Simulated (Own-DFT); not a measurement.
## Calculated data, AlGa$_{7}$N$_{8}$ (wurtzite random alloy, atoms displaced)

A calculation, not a measurement: plane-wave PBE density functional theory by an unreviewed code, no spin, of a simulated periodic cell, stress positive in tension, free energy of the whole cell less one offset for each atom, forces on such cells passed a denser k mesh, this cell's mesh not checked; offsets are fitted by least squares, one for each functional and potential file, so energies compare only between cells with the same atoms and settings and are not formation energies; the far tail of each file's local potential was reset to the Coulomb form; each entry is a single point on an unrelaxed cell, so the pressure reflects the starting lattice, mostly measured values, from which strain is counted, and rises with the displacements; printed positions are rounded, which can move forces by about a meV/angstrom; the program is a retired in-house code; no spin-orbit coupling. Program: Own-DFT development build.

Common to all runs: functional PBE; potential files PseudoDojo norm-conserving, scalar-relativistic, standard set; wave cutoff 42 hartree; occupations Fermi-Dirac; smearing width 0.05 eV; k mesh 3 x 3 x 3 centred on Gamma.

(1) AlGa$_{7}$N$_{8}$ (wurtzite random alloy, atoms displaced)

```cif
# cell vector a (Å): 12.7175 0.0000 0.0000
# cell vector b (Å): -6.3588 11.0137 0.0000
# cell vector c (Å): 0.0000 0.0000 10.3192
data_AlGa7N8
_symmetry_space_group_name_H-M 'P 1'
_symmetry_Int_Tables_number 1
_cell_length_a 12.7175
_cell_length_b 12.7175
_cell_length_c 10.3192
_cell_angle_alpha 90.000
_cell_angle_beta 90.000
_cell_angle_gamma 120.000
_cell_volume 1445.38
loop_
_atom_site_label
_atom_site_type_symbol
_atom_site_fract_x
_atom_site_fract_y
_atom_site_fract_z
_atom_site_occupancy
Al1 Al 0.08227 0.16760 0.00228 1
Ga1 Ga 0.16527 0.08172 0.24990 1
N1 N 0.08767 0.16984 0.18924 1
N2 N 0.16823 0.08453 0.43627 1
Ga2 Ga 0.07959 0.16440 0.50428 1
Ga3 Ga 0.16323 0.08189 0.75006 1
N3 N 0.08234 0.16831 0.68812 1
N4 N 0.16796 0.08094 0.93992 1
Al2 Al 0.08259 0.41157 0.00242 1
Ga4 Ga 0.16951 0.33463 0.24725 1
N5 N 0.08724 0.42174 0.19280 1
N6 N 0.16312 0.33738 0.43530 1
Ga5 Ga 0.08232 0.41873 0.49905 1
Ga6 Ga 0.16678 0.33411 0.74619 1
N7 N 0.08230 0.41906 0.69139 1
N8 N 0.16699 0.33622 0.93902 1
Ga7 Ga 0.08410 0.66681 0.00110 1
Ga8 Ga 0.16886 0.57986 0.25280 1
N9 N 0.08072 0.66563 0.19070 1
N10 N 0.16863 0.58622 0.44331 1
Ga9 Ga 0.08791 0.66845 0.50029 1
Ga10 Ga 0.16404 0.58217 0.74944 1
N11 N 0.08398 0.66951 0.68783 1
N12 N 0.16942 0.58188 0.94082 1
Ga11 Ga 0.08164 0.91342 0.99863 1
Ga12 Ga 0.16893 0.83487 0.25457 1
N13 N 0.08590 0.91857 0.19099 1
N14 N 0.16537 0.83384 0.44331 1
Ga13 Ga 0.07671 0.90985 0.50073 1
Ga14 Ga 0.16773 0.83143 0.74809 1
N15 N 0.08174 0.91729 0.68899 1
N16 N 0.16960 0.83386 0.93687 1
Ga15 Ga 0.33408 0.16527 0.00366 1
Ga16 Ga 0.42065 0.08585 0.25491 1
N17 N 0.33044 0.16895 0.18241 1
N18 N 0.41516 0.08052 0.43455 1
Ga17 Ga 0.33309 0.16824 0.49728 1
Ga18 Ga 0.41308 0.07676 0.75479 1
N19 N 0.33339 0.16723 0.68519 1
N20 N 0.41279 0.07991 0.93928 1
Ga19 Ga 0.33197 0.41506 0.00532 1
Ga20 Ga 0.41123 0.33298 0.24958 1
N21 N 0.33062 0.41436 0.19397 1
N22 N 0.41839 0.33109 0.43737 1
Ga21 Ga 0.33539 0.41850 0.50160 1
Ga22 Ga 0.41496 0.33088 0.74587 1
N23 N 0.32951 0.41246 0.68758 1
N24 N 0.41610 0.33109 0.93696 1
Al3 Al 0.33342 0.66782 0.00417 1
Ga23 Ga 0.41592 0.58101 0.24897 1
N25 N 0.33122 0.66905 0.18974 1
N26 N 0.42115 0.58241 0.43978 1
Ga24 Ga 0.33273 0.66780 0.50728 1
Ga25 Ga 0.41592 0.58390 0.75011 1
N27 N 0.33493 0.66740 0.68534 1
N28 N 0.41599 0.57944 0.93594 1
Ga26 Ga 0.33358 0.91432 0.99341 1
Al4 Al 0.41837 0.83078 0.24989 1
N29 N 0.34047 0.92024 0.18975 1
N30 N 0.41841 0.83579 0.44193 1
Al5 Al 0.33434 0.92057 0.50632 1
Ga27 Ga 0.41578 0.83546 0.74927 1
N31 N 0.33115 0.91816 0.68310 1
N32 N 0.42135 0.84110 0.94378 1
Ga28 Ga 0.58140 0.16583 0.00013 1
Ga29 Ga 0.66577 0.08429 0.25001 1
N33 N 0.58582 0.16615 0.18891 1
N34 N 0.66896 0.08497 0.44498 1
Ga30 Ga 0.58381 0.16779 0.50216 1
Ga31 Ga 0.66671 0.08323 0.74854 1
N35 N 0.57841 0.16657 0.68501 1
N36 N 0.66616 0.08140 0.93729 1
Ga32 Ga 0.58700 0.41743 0.00173 1
Al6 Al 0.66690 0.33139 0.24823 1
N37 N 0.58188 0.41789 0.18699 1
N38 N 0.67160 0.33536 0.43656 1
Ga33 Ga 0.58471 0.41761 0.50012 1
Ga34 Ga 0.66863 0.33008 0.75223 1
N39 N 0.58343 0.41563 0.68211 1
N40 N 0.66681 0.33159 0.93801 1
Ga35 Ga 0.58195 0.66457 0.00020 1
Ga36 Ga 0.66742 0.58342 0.24751 1
N41 N 0.58501 0.66572 0.19040 1
N42 N 0.66954 0.58203 0.44045 1
Ga37 Ga 0.58141 0.66484 0.49358 1
Ga38 Ga 0.66763 0.58066 0.74730 1
N43 N 0.58612 0.66887 0.69143 1
N44 N 0.66859 0.58220 0.93915 1
Ga39 Ga 0.58350 0.91619 0.00120 1
Ga40 Ga 0.66552 0.83310 0.25141 1
N45 N 0.58414 0.92005 0.18582 1
N46 N 0.66416 0.83140 0.43380 1
Ga41 Ga 0.58125 0.91598 0.49550 1
Ga42 Ga 0.66577 0.83458 0.74814 1
N47 N 0.57975 0.91436 0.69181 1
N48 N 0.66923 0.83467 0.93150 1
Ga43 Ga 0.83596 0.16647 0.00257 1
Al7 Al 0.91777 0.08267 0.25055 1
N49 N 0.83782 0.17209 0.18487 1
N50 N 0.91552 0.08072 0.43809 1
Ga44 Ga 0.83045 0.16173 0.50305 1
Ga45 Ga 0.91716 0.08347 0.74986 1
N51 N 0.83867 0.17197 0.68625 1
N52 N 0.91775 0.08803 0.93338 1
Al8 Al 0.83482 0.41932 0.99751 1
Ga46 Ga 0.91993 0.33556 0.25133 1
N53 N 0.83084 0.41516 0.18727 1
N54 N 0.91984 0.33565 0.43757 1
Ga47 Ga 0.83051 0.41265 0.50333 1
Ga48 Ga 0.91488 0.33241 0.74895 1
N55 N 0.83503 0.41688 0.68850 1
N56 N 0.92056 0.33499 0.94086 1
Ga49 Ga 0.84047 0.66918 0.00299 1
Ga50 Ga 0.91568 0.58474 0.24916 1
N57 N 0.83153 0.66351 0.18694 1
N58 N 0.91366 0.58160 0.44142 1
Ga51 Ga 0.83183 0.66870 0.50025 1
Ga52 Ga 0.91473 0.58175 0.74952 1
N59 N 0.83559 0.66784 0.69239 1
N60 N 0.91652 0.58128 0.93899 1
Ga53 Ga 0.83756 0.91661 0.99692 1
Ga54 Ga 0.91951 0.83659 0.25239 1
N61 N 0.83308 0.92026 0.18277 1
N62 N 0.91783 0.83581 0.44044 1
Ga55 Ga 0.83062 0.91691 0.50685 1
Ga56 Ga 0.91459 0.82812 0.75154 1
N63 N 0.83014 0.91500 0.69491 1
N64 N 0.91706 0.83407 0.93594 1
```

- free energy of cell above offsets: 17.331 eV
- pressure: 6.29 GPa
- stress xx: -5.35 GPa
- stress yy: -5.99 GPa
- stress zz: -7.52 GPa
- stress yz: -0.55 GPa
- stress xz: -0.04 GPa
- stress xy: -0.53 GPa

Force:
```
element  x (eV/Å)  y (eV/Å)  z (eV/Å)
     Al      0.63    -0.019    -0.618
     Ga     0.295     0.626     0.035
      N    -1.497    -1.024    -0.819
      N    -0.647    -0.531     0.557
     Ga     0.656     0.745     -1.25
     Ga     0.665     0.424     0.135
      N     0.144    -0.324     0.329
      N    -1.504     0.589     0.134
     Al    -0.313     1.194    -0.138
     Ga    -1.213    -0.414     0.984
      N      0.11    -1.282    -1.747
      N     1.257    -0.675     0.648
     Ga     0.148    -0.039     0.533
     Ga    -0.517     0.115     0.781
      N     0.254     -0.45    -0.629
      N    -0.239    -1.203     0.574
     Ga     0.498     -0.29     0.068
     Ga    -1.159     1.292     0.336
      N     0.728     0.377     0.029
      N     0.433    -0.194    -0.621
     Ga     -1.38    -0.415    -0.163
     Ga     0.322     0.454     0.591
      N     0.069    -0.786     0.271
      N     0.255    -0.125     0.452
     Ga     0.486     0.644     0.259
     Ga     0.604     -0.03    -0.474
      N    -0.195    -0.779    -0.538
      N      1.26     0.597     0.011
     Ga     0.876     1.657     0.323
     Ga    -0.938     0.534      0.18
      N     0.141     -0.51     0.068
      N    -0.575    -0.519    -0.058
     Ga    -0.385     0.245    -1.375
     Ga    -0.696    -0.241    -1.551
      N     0.886    -0.385       1.9
      N     0.135    -0.128     1.752
     Ga     0.256     -0.64     0.304
     Ga    -0.594     1.559    -0.705
      N     -0.02    -0.872     0.395
      N     0.567     0.469     0.027
     Ga     0.462    -0.228    -0.991
     Ga      1.49    -0.304      0.12
      N     0.245     1.078    -0.927
      N    -0.513     0.758    -0.073
     Ga    -0.404    -0.881     -0.54
     Ga     0.339     0.237     0.678
      N     0.368     0.956     0.042
      N     0.075     0.386     0.182
     Al     0.167     -0.09    -0.841
     Ga    -0.108     0.574     0.371
      N      1.25     0.355    -0.531
      N    -1.646    -0.002    -0.526
     Ga     0.701     0.086    -1.835
     Ga     0.644    -0.325    -0.267
      N    -0.519      0.08     1.813
      N    -1.145     1.033     1.277
     Ga    -0.608     0.634     1.995
     Al    -0.711         1      0.29
      N    -0.098    -1.026     0.037
      N    -1.364    -0.199    -1.053
     Al    -0.014    -0.447    -2.036
     Ga     0.143    -0.411     0.427
      N     0.568    -0.526     0.568
      N     0.233    -2.751     -1.05
     Ga     0.427    -0.392    -0.129
     Ga     0.996     0.228     0.296
      N    -0.681       1.2     0.142
      N    -0.537     -0.44    -1.104
     Ga    -0.411     0.149    -0.811
     Ga    -0.037      0.12     0.062
      N      0.75    -0.408     1.065
      N     0.016     0.663     0.116
     Ga    -0.802    -0.214    -0.578
     Al    -0.181     0.589     0.121
      N     0.817    -1.033     0.898
      N    -0.992    -0.821    -0.907
     Ga     0.344    -0.505    -0.787
     Ga    -0.949     0.372    -0.536
      N     0.281     -0.18     1.324
      N     0.879     0.523      0.43
     Ga     0.532     0.414    -0.589
     Ga     0.185     -0.42     0.561
      N    -0.779     0.235     -0.33
      N    -0.832     0.414    -0.714
     Ga     1.083     0.354     1.375
     Ga    -0.557     0.176     0.569
      N    -0.263    -0.663    -0.988
      N     0.213     0.408    -0.108
     Ga     0.971     0.376    -0.572
     Ga     0.229     0.397    -1.145
      N    -0.272    -1.103     1.203
      N     0.348     0.429     1.059
     Ga     0.426      0.12     1.007
     Ga    -0.274     -0.52     0.162
      N     0.227     0.686    -1.054
      N    -0.201    -0.327     1.653
     Ga    -0.915      0.27    -0.854
     Al    -0.217     0.557    -0.323
      N     0.651    -1.342     1.592
      N    -0.231    -0.067    -0.773
     Ga     0.677     1.329    -0.783
     Ga    -0.241     0.116    -0.157
      N    -0.568    -1.248     0.512
      N      1.45    -0.359     1.222
     Al     0.393    -0.924      0.63
     Ga    -0.551     0.199    -0.219
      N     -0.34     -0.04    -0.716
      N    -0.618    -0.825     0.432
     Ga     0.655     0.844    -0.821
     Ga     0.617     0.567     0.831
      N    -0.409    -0.209     0.437
      N     -0.67     0.596       0.2
     Ga    -1.147    -0.489    -0.715
     Ga     0.316     -0.85     0.776
      N    -0.016     1.335      0.52
      N     0.502     0.433    -0.082
     Ga     0.916    -0.351     0.244
     Ga     0.503     0.346     0.014
      N    -0.242    -0.651    -0.819
      N     0.208    -0.252    -0.013
     Ga    -1.208     0.419    -0.273
     Ga      -0.5    -0.411    -0.513
      N     0.527     0.264     1.149
      N    -1.202    -0.497    -0.264
     Ga     0.143    -0.308    -0.557
     Ga     -0.09     1.093    -0.272
      N      0.72     0.394    -0.803
      N     0.571    -0.404     0.584
```

(2) AlGa$_{7}$N$_{8}$ (wurtzite random alloy, atoms displaced)

```cif
# cell vector a (Å): 12.7175 0.0000 0.0000
# cell vector b (Å): -6.3588 11.0137 0.0000
# cell vector c (Å): 0.0000 0.0000 10.3192
data_AlGa7N8
_symmetry_space_group_name_H-M 'P 1'
_symmetry_Int_Tables_number 1
_cell_length_a 12.7175
_cell_length_b 12.7175
_cell_length_c 10.3192
_cell_angle_alpha 90.000
_cell_angle_beta 90.000
_cell_angle_gamma 120.000
_cell_volume 1445.38
loop_
_atom_site_label
_atom_site_type_symbol
_atom_site_fract_x
_atom_site_fract_y
_atom_site_fract_z
_atom_site_occupancy
Ga1 Ga 0.08223 0.17034 0.99814 1
Ga2 Ga 0.16933 0.08265 0.25133 1
N1 N 0.08556 0.16715 0.19165 1
N2 N 0.16831 0.08233 0.44368 1
Ga3 Ga 0.08460 0.17188 0.50191 1
Ga4 Ga 0.16825 0.08069 0.74984 1
N3 N 0.08970 0.17561 0.68374 1
N4 N 0.16675 0.08469 0.93681 1
Ga5 Ga 0.08353 0.41516 0.99431 1
Ga6 Ga 0.16300 0.33544 0.25205 1
N5 N 0.08330 0.41571 0.19459 1
N6 N 0.16638 0.33690 0.43908 1
Al1 Al 0.08174 0.41304 0.50026 1
Ga7 Ga 0.16873 0.33397 0.75031 1
N7 N 0.08128 0.41261 0.68866 1
N8 N 0.16422 0.32994 0.93983 1
Ga8 Ga 0.07891 0.66852 0.99846 1
Ga9 Ga 0.16912 0.58363 0.24877 1
N9 N 0.08143 0.66810 0.19298 1
N10 N 0.16521 0.58484 0.44196 1
Ga10 Ga 0.08409 0.66738 0.49748 1
Al2 Al 0.16393 0.58092 0.74969 1
N11 N 0.08398 0.66872 0.69039 1
N12 N 0.16703 0.57829 0.94080 1
Ga11 Ga 0.08327 0.91353 0.00515 1
Ga12 Ga 0.17069 0.83607 0.24750 1
N13 N 0.08508 0.92267 0.18798 1
N14 N 0.16500 0.82952 0.44256 1
Ga13 Ga 0.08332 0.91396 0.49188 1
Ga14 Ga 0.16874 0.83386 0.75237 1
N15 N 0.08812 0.91817 0.68089 1
N16 N 0.16367 0.83728 0.93459 1
Al3 Al 0.33174 0.16541 0.99640 1
Ga15 Ga 0.41902 0.08308 0.25272 1
N17 N 0.33008 0.16648 0.18421 1
N18 N 0.41456 0.08186 0.44087 1
Ga16 Ga 0.33971 0.17169 0.50223 1
Ga17 Ga 0.41381 0.08495 0.74953 1
N19 N 0.34118 0.16826 0.68570 1
N20 N 0.41573 0.08352 0.94067 1
Ga18 Ga 0.33268 0.42022 0.00240 1
Al4 Al 0.41879 0.33259 0.24553 1
N21 N 0.33623 0.41566 0.18766 1
N22 N 0.41519 0.33042 0.43781 1
Ga19 Ga 0.33078 0.41477 0.50301 1
Ga20 Ga 0.41878 0.33640 0.75388 1
N23 N 0.33407 0.41797 0.68729 1
N24 N 0.42082 0.33665 0.93886 1
Al5 Al 0.33270 0.66436 0.00260 1
Ga21 Ga 0.42072 0.58149 0.25525 1
N25 N 0.33322 0.66129 0.18536 1
N26 N 0.41747 0.58478 0.44236 1
Ga22 Ga 0.33513 0.67109 0.50186 1
Ga23 Ga 0.41845 0.58218 0.74566 1
N27 N 0.33468 0.66415 0.68625 1
N28 N 0.41757 0.58685 0.94413 1
Ga24 Ga 0.33165 0.91247 0.99550 1
Ga25 Ga 0.41623 0.83150 0.24846 1
N29 N 0.33490 0.92114 0.19120 1
N30 N 0.41794 0.83156 0.43861 1
Ga26 Ga 0.33692 0.91716 0.50257 1
Ga27 Ga 0.41349 0.83181 0.75218 1
N31 N 0.33226 0.91600 0.69205 1
N32 N 0.41526 0.83067 0.94026 1
Ga28 Ga 0.58647 0.16607 0.99735 1
Ga29 Ga 0.66729 0.08433 0.24798 1
N33 N 0.58285 0.16806 0.18627 1
N34 N 0.66933 0.08559 0.44095 1
Ga30 Ga 0.57693 0.16538 0.50082 1
Ga31 Ga 0.66740 0.08107 0.74911 1
N35 N 0.57995 0.16470 0.68726 1
N36 N 0.67094 0.08460 0.93793 1
Ga32 Ga 0.58023 0.41298 0.99741 1
Ga33 Ga 0.66536 0.33366 0.25389 1
N37 N 0.58699 0.41659 0.18740 1
N38 N 0.66367 0.33046 0.43858 1
Ga34 Ga 0.58108 0.41694 0.49903 1
Al6 Al 0.66495 0.33583 0.74755 1
N39 N 0.57779 0.41627 0.69283 1
N40 N 0.66465 0.33093 0.93927 1
Al7 Al 0.58665 0.66625 0.00214 1
Ga35 Ga 0.66710 0.58388 0.24788 1
N41 N 0.58568 0.66783 0.18908 1
N42 N 0.66580 0.58539 0.43644 1
Ga36 Ga 0.58458 0.66789 0.50609 1
Ga37 Ga 0.66597 0.58403 0.75051 1
N43 N 0.58501 0.66667 0.68932 1
N44 N 0.66524 0.57943 0.93740 1
Ga38 Ga 0.58549 0.91618 0.99597 1
Ga39 Ga 0.66794 0.83278 0.25197 1
N45 N 0.58784 0.92250 0.18948 1
N46 N 0.66526 0.82810 0.43857 1
Ga40 Ga 0.58661 0.91676 0.50272 1
Ga41 Ga 0.66653 0.83406 0.75587 1
N47 N 0.58705 0.91749 0.68682 1
N48 N 0.66650 0.83424 0.93483 1
Ga42 Ga 0.83152 0.16181 0.00344 1
Ga43 Ga 0.91263 0.08036 0.25061 1
N49 N 0.83361 0.16736 0.18854 1
N50 N 0.91670 0.08321 0.44181 1
Ga44 Ga 0.83567 0.16569 0.49726 1
Ga45 Ga 0.91644 0.08331 0.74792 1
N51 N 0.83474 0.16616 0.69180 1
N52 N 0.92003 0.08325 0.94095 1
Al8 Al 0.83386 0.41935 0.99813 1
Ga46 Ga 0.91781 0.33320 0.25271 1
N53 N 0.83294 0.41819 0.18627 1
N54 N 0.91427 0.33267 0.43762 1
Ga47 Ga 0.83617 0.41677 0.49890 1
Ga48 Ga 0.91940 0.33673 0.75227 1
N55 N 0.82956 0.41585 0.68947 1
N56 N 0.91394 0.33560 0.94009 1
Ga49 Ga 0.83503 0.66795 0.00403 1
Ga50 Ga 0.91630 0.58489 0.25196 1
N57 N 0.83505 0.67393 0.18981 1
N58 N 0.91644 0.58002 0.43460 1
Ga51 Ga 0.82767 0.66611 0.50033 1
Ga52 Ga 0.91815 0.58198 0.74907 1
N59 N 0.83234 0.66238 0.68441 1
N60 N 0.91666 0.58390 0.93614 1
Ga53 Ga 0.83024 0.91396 0.99999 1
Ga54 Ga 0.91862 0.83445 0.24947 1
N61 N 0.83554 0.91974 0.19202 1
N62 N 0.92278 0.83742 0.44010 1
Ga55 Ga 0.82999 0.91353 0.50288 1
Ga56 Ga 0.91541 0.83882 0.74833 1
N63 N 0.83207 0.91886 0.69337 1
N64 N 0.91870 0.83408 0.93592 1
```

- free energy of cell above offsets: 17.240 eV
- pressure: 6.26 GPa
- stress xx: -5.69 GPa
- stress yy: -6.27 GPa
- stress zz: -6.82 GPa
- stress yz: -0.13 GPa
- stress xz: -0.07 GPa
- stress xy: -0.01 GPa

Force:
```
element  x (eV/Å)  y (eV/Å)  z (eV/Å)
     Ga     1.117    -1.208     1.163
     Ga    -0.659     1.112     0.654
      N    -0.723     0.028    -0.219
      N    -0.125     0.768    -0.636
     Ga     0.721    -0.978    -0.961
     Ga    -0.224     0.602    -0.647
      N    -0.003    -1.731     1.218
      N     0.617     0.085     0.434
     Ga    -0.695    -0.412     1.277
     Ga     1.633    -0.763    -0.266
      N    -0.564     0.548    -1.327
      N    -0.429     0.177     0.348
     Al    -0.527     0.948    -0.013
     Ga    -0.141     0.317     0.279
      N     0.109     1.642    -0.677
      N      0.42     1.255    -0.524
     Ga     1.177    -0.309     0.446
     Ga    -0.593     0.006     0.531
      N      0.65     0.168    -1.077
      N     0.884    -1.379    -0.167
     Ga    -0.505    -0.462     0.594
     Al     0.403     0.167    -0.142
      N     1.117    -0.957     0.121
      N    -0.069     1.791    -1.016
     Ga    -0.969     1.454    -0.891
     Ga    -0.611    -0.209     0.884
      N      0.47    -1.398     0.436
      N     0.809     0.955     -1.13
     Ga     0.675     0.959     1.214
     Ga    -0.993     0.013    -1.153
      N    -0.805    -0.413     0.916
      N     1.217    -0.965     1.018
     Al    -0.013     0.249     0.414
     Ga    -0.712     0.788    -0.552
      N     1.259     0.931     -0.22
      N     0.056    -0.225    -0.467
     Ga    -1.008    -1.237    -0.373
     Ga     1.379    -0.533     0.761
      N    -1.841     0.681     0.733
      N    -0.335     0.023    -0.106
     Ga      0.47    -0.402    -0.256
     Al    -0.317    -0.288     0.216
      N     0.123    -0.226     0.965
      N    -0.204     1.142    -1.334
     Ga     0.384      0.34    -0.859
     Ga    -0.684    -0.847    -0.294
      N      0.17    -0.346     0.616
      N    -1.548    -1.558     0.431
     Al    -0.077    -0.015    -0.495
     Ga    -0.491    -0.108    -0.398
      N     0.069     0.812     0.005
      N     0.118    -0.295     0.028
     Ga     -0.16    -1.107    -0.419
     Ga    -0.328     0.342     1.141
      N    -1.292    -0.037     1.162
      N     0.627     0.542    -0.567
     Ga     -0.33     1.073     0.752
     Ga     0.193     0.166    -0.068
      N     0.605    -1.052    -0.856
      N     0.041     0.886    -0.179
     Ga    -0.698    -0.495     -0.12
     Ga     0.729    -0.038    -0.437
      N     0.518     0.139    -0.284
      N     0.257    -0.795     0.246
     Ga    -0.724    -0.071     0.204
     Ga    -0.343     0.646      0.79
      N     0.365    -0.131     0.341
      N    -0.531    -0.458    -0.378
     Ga     1.422     0.034     0.097
     Ga    -0.425     0.925    -0.254
      N     0.514      1.04     0.818
      N     -0.52     -0.76    -0.165
     Ga     0.998     0.427     0.572
     Ga     0.758     -0.11    -0.786
      N    -1.487    -0.066     0.319
      N     0.056     0.617     0.603
     Ga     0.265     0.072     0.294
     Al     0.092    -0.786     0.376
      N     1.856     0.199    -0.802
      N     1.007     0.955    -1.197
     Al    -0.577    -0.273    -0.353
     Ga     0.168    -0.194     0.157
      N    -0.116     0.115    -1.112
      N    -0.143    -0.542       0.1
     Ga    -0.286    -0.612    -0.839
     Ga     0.745    -0.198     0.021
      N    -0.162     0.508     0.548
      N    -0.519     1.292     0.843
     Ga    -0.724     0.337     0.876
     Ga    -0.263     0.324    -0.234
      N    -0.073    -1.507    -0.539
      N    -0.065     0.844     0.235
     Ga    -0.271     0.262    -0.844
     Ga    -0.083    -0.273    -1.503
      N    -0.736    -0.698     0.813
      N     0.349    -1.428      1.76
     Ga     0.478      1.15    -0.601
     Ga     0.948     1.199     0.299
      N     0.075     0.015     0.327
      N     0.291    -0.471    -0.349
     Ga    -0.741     0.272     0.913
     Ga     0.636     0.988     0.533
      N    -0.293     0.492    -0.567
      N    -0.931    -0.474    -0.542
     Al     -0.33    -0.535     0.372
     Ga    -0.733     0.295     -0.79
      N     0.171    -0.058    -0.519
      N     1.497     0.247     0.733
     Ga    -0.965    -0.204     0.264
     Ga    -0.727    -0.959    -0.065
      N    -0.131    -0.401    -0.004
      N     0.008    -0.177     0.384
     Ga    -0.368    -0.194    -0.965
     Ga    -0.152    -0.405    -0.544
      N     0.343    -1.128    -0.087
      N    -0.704     0.653     1.035
     Ga     1.441     0.169    -0.477
     Ga    -0.517     0.371    -0.313
      N    -0.446     0.884     0.835
      N    -0.375      -0.8     0.654
     Ga     0.869     0.635     0.265
     Ga     -0.15     0.886     0.613
      N    -0.223    -1.102    -0.743
      N    -1.689    -1.154     -0.47
     Ga     0.629     0.559    -0.267
     Ga     1.763     -0.99     -0.29
      N    -0.099    -0.378    -0.774
      N    -0.467    -0.193     0.505
```
